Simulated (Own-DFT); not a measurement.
Simulation results for AlN (wurtzite, strained, atoms displaced)

Computed with Own-DFT development build. A calculation, not a measurement: plane-wave PBE density functional theory by an unreviewed code, no spin, of a simulated periodic cell, stress positive in tension, free energy of the whole cell less one offset for each atom, forces on such cells passed a denser k mesh, this cell's mesh not checked; offsets are fitted by least squares, one for each functional and potential file, so energies compare only between cells with the same atoms and settings and are not formation energies; the far tail of each file's local potential was reset to the Coulomb form; each entry is a single point on an unrelaxed cell, so the pressure reflects the starting lattice, mostly measured values (interpolated for alloys), from which strain is counted, and rises with the displacements; printed positions are rounded, which can move forces by about a meV/angstrom; the program, named Own-DFT, is a retired in-house code; no spin-orbit coupling.

Common to all runs: functional PBE; potential files PseudoDojo norm-conserving, scalar-relativistic, standard set; wave cutoff 42 hartree; occupations Fermi-Dirac; smearing width 0.1 eV; hardware one NVIDIA H100; k mesh 2 x 2 x 2 centred on Gamma.

(1) AlN (wurtzite, strained, atoms displaced)

```cif
# cell vector a (Å): 12.2543 0.1114 -0.0565
# cell vector b (Å): -6.0307 10.9253 0.1448
# cell vector c (Å): -0.0452 0.1078 10.0284
data_AlN
_symmetry_space_group_name_H-M 'P 1'
_symmetry_Int_Tables_number 1
_cell_length_a 12.2549
_cell_length_b 12.4801
_cell_length_c 10.0291
_cell_angle_alpha 88.671
_cell_angle_beta 90.517
_cell_angle_gamma 118.379
_cell_volume 1349.18
loop_
_atom_site_label
_atom_site_type_symbol
_atom_site_fract_x
_atom_site_fract_y
_atom_site_fract_z
_atom_site_occupancy
Al1 Al 0.07888 0.16397 0.99561 1
Al2 Al 0.16643 0.08275 0.24869 1
N1 N 0.08321 0.16570 0.18618 1
N2 N 0.16449 0.07816 0.44255 1
Al3 Al 0.08057 0.16194 0.50578 1
Al4 Al 0.16442 0.08316 0.74484 1
N3 N 0.07810 0.15853 0.68997 1
N4 N 0.16542 0.08148 0.95192 1
Al5 Al 0.08492 0.41267 0.99905 1
Al6 Al 0.17309 0.33913 0.25386 1
N5 N 0.08409 0.42213 0.19415 1
N6 N 0.16825 0.33637 0.44369 1
Al7 Al 0.07536 0.41250 0.49412 1
Al8 Al 0.16294 0.32871 0.75476 1
N7 N 0.08451 0.41669 0.69919 1
N8 N 0.16563 0.33165 0.94313 1
Al9 Al 0.08616 0.67255 0.00133 1
Al10 Al 0.16596 0.57827 0.25346 1
N9 N 0.08502 0.66615 0.19268 1
N10 N 0.17228 0.58905 0.44815 1
Al11 Al 0.08838 0.66533 0.49314 1
Al12 Al 0.16956 0.58505 0.74755 1
N11 N 0.08642 0.66608 0.68717 1
N12 N 0.15783 0.58186 0.93615 1
Al13 Al 0.09102 0.92161 0.98208 1
Al14 Al 0.17502 0.83521 0.25396 1
N13 N 0.08148 0.91118 0.19849 1
N14 N 0.17018 0.83239 0.44649 1
Al15 Al 0.08344 0.91412 0.49490 1
Al16 Al 0.16155 0.83862 0.74084 1
N15 N 0.08974 0.91892 0.68520 1
N16 N 0.15878 0.82844 0.93547 1
Al17 Al 0.32381 0.16431 0.00233 1
Al18 Al 0.41510 0.08284 0.25286 1
N17 N 0.33560 0.16715 0.19420 1
N18 N 0.41790 0.08991 0.43982 1
Al19 Al 0.33273 0.15978 0.50178 1
Al20 Al 0.41572 0.08840 0.75210 1
N19 N 0.33530 0.16792 0.69172 1
N20 N 0.42323 0.08223 0.93204 1
Al21 Al 0.33400 0.41255 0.99445 1
Al22 Al 0.41919 0.33205 0.24956 1
N21 N 0.32313 0.41370 0.19377 1
N22 N 0.42191 0.34428 0.44419 1
Al23 Al 0.33561 0.42081 0.49763 1
Al24 Al 0.41900 0.33348 0.74679 1
N23 N 0.33687 0.41643 0.70143 1
N24 N 0.40813 0.32709 0.93025 1
Al25 Al 0.33820 0.66687 0.99815 1
Al26 Al 0.41404 0.58219 0.25321 1
N25 N 0.32883 0.66742 0.19236 1
N26 N 0.41194 0.57825 0.43543 1
Al27 Al 0.32977 0.66711 0.50317 1
Al28 Al 0.41288 0.58377 0.75454 1
N27 N 0.33771 0.66884 0.68874 1
N28 N 0.40514 0.57925 0.93299 1
Al29 Al 0.33164 0.91252 0.99468 1
Al30 Al 0.40980 0.83266 0.24657 1
N29 N 0.32743 0.91734 0.19376 1
N30 N 0.41989 0.83809 0.43794 1
Al31 Al 0.33161 0.91235 0.50461 1
Al32 Al 0.42872 0.83895 0.75614 1
N31 N 0.32956 0.91162 0.68627 1
N32 N 0.42649 0.83930 0.94228 1
Al33 Al 0.58690 0.17447 0.00063 1
Al34 Al 0.67133 0.09100 0.23977 1
N33 N 0.58726 0.16855 0.19738 1
N34 N 0.66494 0.08256 0.43308 1
Al35 Al 0.57715 0.16754 0.49915 1
Al36 Al 0.66268 0.07748 0.74918 1
N35 N 0.58299 0.17602 0.69330 1
N36 N 0.67637 0.08578 0.94004 1
Al37 Al 0.57751 0.41318 0.99792 1
Al38 Al 0.66190 0.33500 0.26361 1
N37 N 0.58809 0.41366 0.19514 1
N38 N 0.66147 0.33292 0.44453 1
Al39 Al 0.57812 0.42048 0.50003 1
Al40 Al 0.66502 0.33443 0.74048 1
N39 N 0.58231 0.42415 0.68595 1
N40 N 0.67894 0.33901 0.93584 1
Al41 Al 0.58276 0.66213 0.00382 1
Al42 Al 0.66081 0.57638 0.23970 1
N41 N 0.58412 0.66892 0.18894 1
N42 N 0.66686 0.58004 0.43851 1
Al43 Al 0.57262 0.65529 0.50233 1
Al44 Al 0.66133 0.58142 0.74564 1
N43 N 0.58202 0.66686 0.69827 1
N44 N 0.66948 0.58163 0.94299 1
Al45 Al 0.58847 0.92269 0.98751 1
Al46 Al 0.66249 0.82726 0.25035 1
N45 N 0.58067 0.91250 0.18687 1
N46 N 0.66584 0.83671 0.43817 1
Al47 Al 0.57818 0.91447 0.50294 1
Al48 Al 0.66091 0.82662 0.75381 1
N47 N 0.58217 0.91942 0.68581 1
N48 N 0.66597 0.84210 0.94592 1
Al49 Al 0.83086 0.16558 0.99748 1
Al50 Al 0.92418 0.09209 0.25591 1
N49 N 0.84101 0.16725 0.18924 1
N50 N 0.91486 0.07794 0.43599 1
Al51 Al 0.83023 0.16624 0.50378 1
Al52 Al 0.91565 0.07823 0.74610 1
N51 N 0.83420 0.16966 0.69416 1
N52 N 0.92515 0.08605 0.94597 1
Al53 Al 0.83025 0.41439 0.99678 1
Al54 Al 0.91370 0.33399 0.25273 1
N53 N 0.83225 0.41178 0.18959 1
N54 N 0.92395 0.33663 0.44028 1
Al55 Al 0.82878 0.41124 0.48732 1
Al56 Al 0.91578 0.33086 0.73976 1
N55 N 0.82947 0.40983 0.69182 1
N56 N 0.92086 0.33350 0.93485 1
Al57 Al 0.83845 0.66381 0.99650 1
Al58 Al 0.91468 0.58475 0.25128 1
N57 N 0.82791 0.66774 0.19460 1
N58 N 0.91910 0.58195 0.44290 1
Al59 Al 0.82916 0.66735 0.50307 1
Al60 Al 0.91035 0.58467 0.74526 1
N59 N 0.83655 0.66706 0.68783 1
N60 N 0.91770 0.57940 0.93915 1
Al61 Al 0.83834 0.92493 0.00116 1
Al62 Al 0.91583 0.82876 0.24834 1
N61 N 0.83814 0.91956 0.18567 1
N62 N 0.91598 0.82937 0.44284 1
Al63 Al 0.83561 0.91304 0.50493 1
Al64 Al 0.92226 0.84055 0.74770 1
N63 N 0.82826 0.90852 0.69323 1
N64 N 0.91595 0.83946 0.93346 1
```

* free energy of cell above offsets: -52.035 eV
* pressure: 4.16 GPa
* stress xx: -12.18 GPa
* stress yy: 1.33 GPa
* stress zz: -1.61 GPa
* stress yz: 2.52 GPa
* stress xz: -1.88 GPa
* stress xy: 2.89 GPa
* wall time: 398.7 s

Force:
```tsv
element	x (eV/Å)	y (eV/Å)	z (eV/Å)
Al	1.23	1.611	1.892
Al	-0.421	-1.059	0.149
N	0.528	1.391	0.754
N	0.251	0.935	-0.048
Al	-0.026	0.723	-1.732
Al	1.599	-0.331	0.806
N	-0.262	1.444	0.378
N	-0.203	0.602	-2.683
Al	-1.739	1.332	0.215
Al	-2.795	-2.508	0.197
N	0.317	-1.28	-0.149
N	0.141	-1.147	0.168
Al	3.031	2.409	2.252
Al	0.514	0.566	-0.48
N	-0.013	-0.011	-2.029
N	1.12	-0.909	-0.405
Al	-0.161	-2.013	0.027
Al	-0.578	0.974	-0.098
N	-0.505	0.632	0.222
N	0.252	-2.584	-1.719
Al	-2.073	0.648	1.758
Al	-0.544	-0.462	0.538
N	-1.606	0.802	-0.259
N	2.284	0.463	0.739
Al	-2.175	-1.84	3.05
Al	-2.795	-1.65	0.4
N	0.572	1.106	-1.118
N	-0.218	-0.132	-0.959
Al	-0.11	-0.263	-0.335
Al	4.041	-3.541	1.023
N	-3.442	1.938	-0.246
N	1.812	1.316	-0.656
Al	2.489	0.42	0.033
Al	1.196	-0.424	-0.275
N	-0.666	0.702	-0.766
N	0.552	-2.033	-0.199
Al	-1.859	1.813	0.149
Al	1.489	-1.568	-0.954
N	-1.545	0.403	-0.479
N	-1.341	0.005	2.387
Al	-1.849	0.593	0.632
Al	-1.011	0.151	0.802
N	4.08	1.864	-1.69
N	-0.518	-2.777	-1.208
Al	-1.013	-0.961	1.57
Al	-0.047	-0.43	-0.55
N	-1.605	0.47	-1.664
N	1.767	0.086	2.046
Al	-2.646	0.359	0.687
Al	-0.096	0.147	-1.296
N	0.87	0.089	-0.555
N	-0.234	1.114	1.18
Al	1.433	1.11	-0.355
Al	0.737	-1.026	-1.316
N	-0.364	0.914	0.432
N	2.741	-0.289	2.18
Al	-0.361	0.81	0.358
Al	2.096	0.273	0.279
N	1.643	1.473	-1.716
N	-0.761	-1.424	0.084
Al	0.328	0.898	-0.679
Al	-2.85	-1.499	-0.96
N	0.586	1.533	1.75
N	-1.366	-1.469	-0.515
Al	0.647	-0.486	-0.151
Al	1.792	-2.834	1.317
N	-2.405	1.176	-1.466
N	-0.197	0.638	1.354
Al	1.721	-0.114	0.38
Al	-0.054	2.133	0.007
N	0.386	-2.134	-0.874
N	-2.565	-0.405	-0.77
Al	1.485	-0.043	-0.247
Al	2.88	-1.447	-1.582
N	-2.988	0.62	-1.941
N	-0.017	-0.034	0.401
Al	1.699	0.278	0.18
Al	0.592	0.807	1.089
N	0.482	-0.88	0.618
N	-3.933	-1.708	-0.409
Al	-0.715	1.376	-1.058
Al	0.555	1.173	1.552
N	-0.752	-1.666	0.092
N	-0.947	0.423	-0.194
Al	0.893	2.19	-0.384
Al	1.735	0.522	1.116
N	-0.994	-0.108	-1.165
N	-0.914	-0.482	-0.332
Al	-0.821	0.674	3.581
Al	0.545	2.1	-0.313
N	-0.786	1.179	-0.369
N	0.598	-1.638	1.155
Al	1.053	0.982	-2.035
Al	0.591	1.017	0.237
N	1.198	0.102	1.02
N	2.563	-2.655	-1.774
Al	2.431	1.904	0.424
Al	0.455	-2.33	-1.531
N	-1.93	1.213	-0.192
N	0.013	0.784	2.51
Al	0.189	-0.603	-0.922
Al	-1.033	-0.215	1.304
N	0.1	-1.633	-1.027
N	-2.564	-1.013	-2.435
Al	2.871	1.019	0.554
Al	1.743	-0.71	-1.066
N	-1.886	1.216	0.645
N	-2.756	-2.328	-0.497
Al	0.207	1.493	2.118
Al	0.296	0.809	2.199
N	-0.674	1.648	-1.748
N	-0.629	-0.746	0.594
Al	-0.87	1.194	0.474
Al	0.768	-0.44	-0.126
N	0.781	-0.636	-1.269
N	-0.698	-0.308	-0.557
Al	1.211	-0.49	-0.915
Al	3.59	-1.754	0.548
N	-2.683	1.289	0.332
N	-0.34	0.644	-0.012
Al	-0.259	-0.949	0.325
Al	-0.532	0.983	0.154
N	-0.683	-0.171	1.313
N	0.101	0.131	-0.059
Al	-1.436	-0.035	-1.324
Al	0.44	-1.955	0.184
N	-0.829	1.678	-0.519
N	1.373	-0.929	0.442
```

(2) AlN (wurtzite, strained, atoms displaced)

```cif
# cell vector a (Å): 12.5633 -0.0666 -0.2293
# cell vector b (Å): -6.3393 11.0217 -0.0587
# cell vector c (Å): -0.1835 -0.1603 9.7849
data_AlN
_symmetry_space_group_name_H-M 'P 1'
_symmetry_Int_Tables_number 1
_cell_length_a 12.5656
_cell_length_b 12.7149
_cell_length_c 9.7879
_cell_angle_alpha 90.542
_cell_angle_beta 92.115
_cell_angle_gamma 120.198
_cell_volume 1349.96
loop_
_atom_site_label
_atom_site_type_symbol
_atom_site_fract_x
_atom_site_fract_y
_atom_site_fract_z
_atom_site_occupancy
Al1 Al 0.08737 0.17114 0.00236 1
Al2 Al 0.16641 0.07785 0.24173 1
N1 N 0.08414 0.16408 0.17834 1
N2 N 0.17174 0.08622 0.45788 1
Al3 Al 0.07737 0.15994 0.49694 1
Al4 Al 0.17282 0.08345 0.75229 1
N3 N 0.07528 0.16043 0.69253 1
N4 N 0.16510 0.08477 0.93195 1
Al5 Al 0.08158 0.41543 0.99638 1
Al6 Al 0.16938 0.33288 0.24702 1
N5 N 0.08668 0.42353 0.19189 1
N6 N 0.16472 0.33193 0.44690 1
Al7 Al 0.08332 0.42256 0.49150 1
Al8 Al 0.16475 0.33223 0.74374 1
N7 N 0.07832 0.40923 0.69734 1
N8 N 0.17130 0.33843 0.94922 1
Al9 Al 0.08521 0.67377 0.00515 1
Al10 Al 0.17315 0.59104 0.26157 1
N9 N 0.08976 0.67006 0.19432 1
N10 N 0.16381 0.57698 0.44504 1
Al11 Al 0.07816 0.66405 0.49828 1
Al12 Al 0.17307 0.59194 0.74761 1
N11 N 0.08370 0.66551 0.69385 1
N12 N 0.17959 0.59005 0.94557 1
Al13 Al 0.08665 0.91604 0.00393 1
Al14 Al 0.17031 0.83197 0.25385 1
N13 N 0.08036 0.91395 0.18717 1
N14 N 0.17185 0.83329 0.44392 1
Al15 Al 0.08492 0.91240 0.50167 1
Al16 Al 0.16734 0.83146 0.75044 1
N15 N 0.08767 0.91747 0.68885 1
N16 N 0.16072 0.83461 0.94094 1
Al17 Al 0.33080 0.16350 0.99223 1
Al18 Al 0.41703 0.08184 0.25235 1
N17 N 0.33043 0.16672 0.18614 1
N18 N 0.41565 0.07944 0.45450 1
Al19 Al 0.32865 0.16832 0.50395 1
Al20 Al 0.41186 0.08608 0.74778 1
N19 N 0.34332 0.17576 0.68672 1
N20 N 0.42161 0.08557 0.93528 1
Al21 Al 0.33104 0.41140 0.98754 1
Al22 Al 0.42081 0.34428 0.25612 1
N21 N 0.32818 0.41601 0.18595 1
N22 N 0.42192 0.33175 0.43534 1
Al23 Al 0.33704 0.41806 0.50242 1
Al24 Al 0.40922 0.32648 0.75204 1
N23 N 0.33396 0.41960 0.68319 1
N24 N 0.42264 0.33997 0.93683 1
Al25 Al 0.33856 0.66685 0.99675 1
Al26 Al 0.41977 0.58160 0.25337 1
N25 N 0.33645 0.67156 0.18532 1
N26 N 0.41249 0.58050 0.44164 1
Al27 Al 0.33782 0.66769 0.50049 1
Al28 Al 0.41641 0.57934 0.75425 1
N27 N 0.33081 0.66156 0.69064 1
N28 N 0.41516 0.57864 0.94890 1
Al29 Al 0.33859 0.91863 0.00846 1
Al30 Al 0.42098 0.82645 0.25646 1
N29 N 0.33194 0.91439 0.19225 1
N30 N 0.41890 0.83382 0.43701 1
Al31 Al 0.33342 0.91183 0.48786 1
Al32 Al 0.41509 0.82878 0.75486 1
N31 N 0.32832 0.91342 0.68644 1
N32 N 0.41150 0.83327 0.93556 1
Al33 Al 0.57697 0.16027 0.99636 1
Al34 Al 0.66863 0.09102 0.24897 1
N33 N 0.58219 0.16441 0.18490 1
N34 N 0.66815 0.08605 0.42835 1
Al35 Al 0.58703 0.17066 0.50006 1
Al36 Al 0.66932 0.08050 0.74869 1
N35 N 0.59301 0.17760 0.70172 1
N36 N 0.66111 0.08038 0.94475 1
Al37 Al 0.58167 0.41031 0.00099 1
Al38 Al 0.67166 0.33941 0.25433 1
N37 N 0.58813 0.41270 0.19550 1
N38 N 0.66137 0.33171 0.44536 1
Al39 Al 0.58409 0.41243 0.49905 1
Al40 Al 0.67147 0.33483 0.74907 1
N39 N 0.59046 0.41530 0.69205 1
N40 N 0.66364 0.32375 0.93948 1
Al41 Al 0.58589 0.67359 0.00270 1
Al42 Al 0.66874 0.59454 0.25256 1
N41 N 0.58950 0.66903 0.18465 1
N42 N 0.66558 0.57727 0.43512 1
Al43 Al 0.58206 0.66406 0.49687 1
Al44 Al 0.66658 0.57772 0.75452 1
N43 N 0.58974 0.67302 0.69410 1
N44 N 0.66766 0.58784 0.94449 1
Al45 Al 0.58237 0.91805 0.99598 1
Al46 Al 0.66767 0.83413 0.24159 1
N45 N 0.57817 0.91290 0.18972 1
N46 N 0.66065 0.82345 0.43423 1
Al47 Al 0.57403 0.91261 0.50126 1
Al48 Al 0.66955 0.82965 0.75786 1
N47 N 0.59189 0.91869 0.69405 1
N48 N 0.67424 0.82868 0.94195 1
Al49 Al 0.83373 0.16764 0.99069 1
Al50 Al 0.91191 0.08126 0.25000 1
N49 N 0.84451 0.16925 0.19150 1
N50 N 0.91754 0.08623 0.43181 1
Al51 Al 0.83314 0.16601 0.50377 1
Al52 Al 0.91011 0.08048 0.74190 1
N51 N 0.84326 0.17196 0.68089 1
N52 N 0.91558 0.07990 0.94488 1
Al53 Al 0.82828 0.40970 0.00535 1
Al54 Al 0.91276 0.34081 0.25365 1
N53 N 0.83143 0.42187 0.19577 1
N54 N 0.91557 0.33418 0.43956 1
Al55 Al 0.83276 0.41482 0.50663 1
Al56 Al 0.91938 0.33255 0.74804 1
N55 N 0.83853 0.42092 0.69038 1
N56 N 0.91385 0.33178 0.94147 1
Al57 Al 0.83301 0.66432 0.00668 1
Al58 Al 0.90631 0.58419 0.25790 1
N57 N 0.83297 0.66877 0.18516 1
N58 N 0.91122 0.58213 0.44521 1
Al59 Al 0.83794 0.66901 0.49527 1
Al60 Al 0.91913 0.58250 0.75385 1
N59 N 0.83452 0.66883 0.68947 1
N60 N 0.91052 0.56907 0.94282 1
Al61 Al 0.82899 0.91390 0.99425 1
Al62 Al 0.91289 0.82975 0.24936 1
N61 N 0.83348 0.91272 0.18298 1
N62 N 0.91746 0.83185 0.44732 1
Al63 Al 0.83592 0.91798 0.50457 1
Al64 Al 0.91961 0.83215 0.74682 1
N63 N 0.83038 0.92410 0.69918 1
N64 N 0.92212 0.83987 0.94409 1
```

* free energy of cell above offsets: -50.672 eV
* pressure: 3.89 GPa
* stress xx: -0.29 GPa
* stress yy: 1.97 GPa
* stress zz: -13.35 GPa
* stress yz: -4.33 GPa
* stress xz: -4.96 GPa
* stress xy: -1.92 GPa
* wall time: 372.8 s

Force:
```tsv
element	x (eV/Å)	y (eV/Å)	z (eV/Å)
Al	-0.552	-0.604	-3.118
Al	-0.562	1.262	0.953
N	0.063	-0.188	4.353
N	-2.122	-2.068	-2.589
Al	0.895	1.566	0.693
Al	-1.583	-0.092	-2.586
N	1.296	0.667	-0.183
N	0.63	-0.241	2.291
Al	0.502	1.512	0.618
Al	-1.356	-0.291	0.21
N	-0.368	-0.446	0.677
N	0.286	-0.118	-0.754
Al	0.95	-2.821	1.592
Al	-0.078	-0.673	0.299
N	0.455	2.297	-1.139
N	-1.417	-1.662	-2.041
Al	0.891	-1.579	-0.855
Al	0.146	-1.149	-3.109
N	-1.361	-0.479	1.083
N	-0.223	2.884	0.691
Al	1.034	0.449	0.392
Al	-0.497	-2.262	1.199
N	-0.356	0.216	-0.512
N	-2.905	-1.111	-1.137
Al	-1.241	0.854	-1.666
Al	-0.952	0.359	-0.957
N	0.664	-0.418	2.358
N	-1.786	-1.41	-0.475
Al	0.418	1.285	-0.356
Al	-0.151	0.408	-0.328
N	-0.207	-0.354	0.834
N	1.801	-0.151	0.444
Al	0.551	0.828	0.911
Al	-0.376	0.816	0.086
N	0.899	-0.01	0.592
N	-0.28	0.587	-1.537
Al	2.734	0.744	-1.66
Al	2.432	-0.843	-1.234
N	-1.335	-1.83	1.666
N	-2.642	-1.64	0.72
Al	1.042	1.522	2.072
Al	0.399	-1.471	-2.945
N	1.766	0.649	0.687
N	-1.681	-0.039	2.536
Al	-0.436	-0.847	-2.117
Al	1.259	3.047	-1.037
N	0.477	-0.983	2.742
N	-1.064	-1.874	0.647
Al	0.059	0.419	0.479
Al	-0.88	0.278	-2.043
N	0.726	-1.122	2.088
N	0.605	0.161	0.219
Al	-0.557	-0.395	0.035
Al	0.421	0.981	-0.295
N	1.189	1.094	0.018
N	0.42	0.864	-1.206
Al	-0.988	-0.131	-2.051
Al	-0.756	1.198	-2.709
N	0.693	0.236	1.528
N	-1.244	-1.618	1.668
Al	0.349	1.413	2.179
Al	-0.422	1.086	-2.304
N	1.193	0.292	0.38
N	1.128	-0.162	1.85
Al	1.573	1.674	-0.103
Al	1.3	-0.978	-2.45
N	-0.5	0.715	1.42
N	-0.464	-0.711	3.701
Al	-0.031	-0.724	0.749
Al	-0.782	1.455	0.142
N	0.166	-3.189	-1.825
N	1.086	-0.064	-0.808
Al	1.219	1.346	0.104
Al	-0.402	-1.782	-0.35
N	-1.976	1.584	-0.519
N	1.768	-0.078	-0.412
Al	-0.18	1.085	0.432
Al	0.299	1.011	0.543
N	-1.718	0.169	0.045
N	-0.545	1.006	0.907
Al	0.758	-1.973	-1.615
Al	1.298	-2.191	-1.568
N	-1.663	-0.148	1.941
N	-0.482	0.795	1.547
Al	0.803	0.203	0.747
Al	-0.013	1.097	-0.598
N	-0.493	-2.278	-0.46
N	0.061	-1.216	0.318
Al	0.434	-0.408	0.391
Al	0.022	0.454	0.502
N	0.83	0.838	-0.244
N	-0.02	1.443	0.773
Al	3.3	1.468	-0.291
Al	-0.34	0.864	-1.671
N	-1.268	-1.089	-0.022
N	-3.883	0.049	0.37
Al	0.735	-0.528	1.652
Al	1.594	-0.221	-2.43
N	-3	0.945	-0.561
N	-0.627	-1.594	2.367
Al	0.161	0.508	-3.705
Al	1.534	1.714	2.313
N	-1.838	-0.938	3.03
N	-0.842	0.706	-1.207
Al	0.171	0.248	-0.87
Al	2.282	-0.949	-1.391
N	0.275	-0.226	0.183
N	-0.764	-0.039	1.123
Al	-0.174	0.021	-1.27
Al	-0.847	0.577	0.203
N	0.07	-0.805	0.993
N	-0.104	-0.27	-0.158
Al	0.361	0.579	-3.392
Al	1.879	0.241	-1.6
N	-0.081	-0.284	3.251
N	0.695	-0.325	-0.088
Al	-1.51	-0.58	1.433
Al	-0.536	0.285	-0.365
N	0.35	-0.641	0.298
N	-0.174	2.097	0.827
Al	3.123	1.891	0.431
Al	0.253	1.326	-0.461
N	-0.553	0.318	1.8
N	-0.298	0.325	-0.921
Al	-1.052	-0.28	-0.753
Al	-0.351	0.877	0.913
N	1.402	-2.681	-1.594
N	-0.284	-1.616	-0.595
```
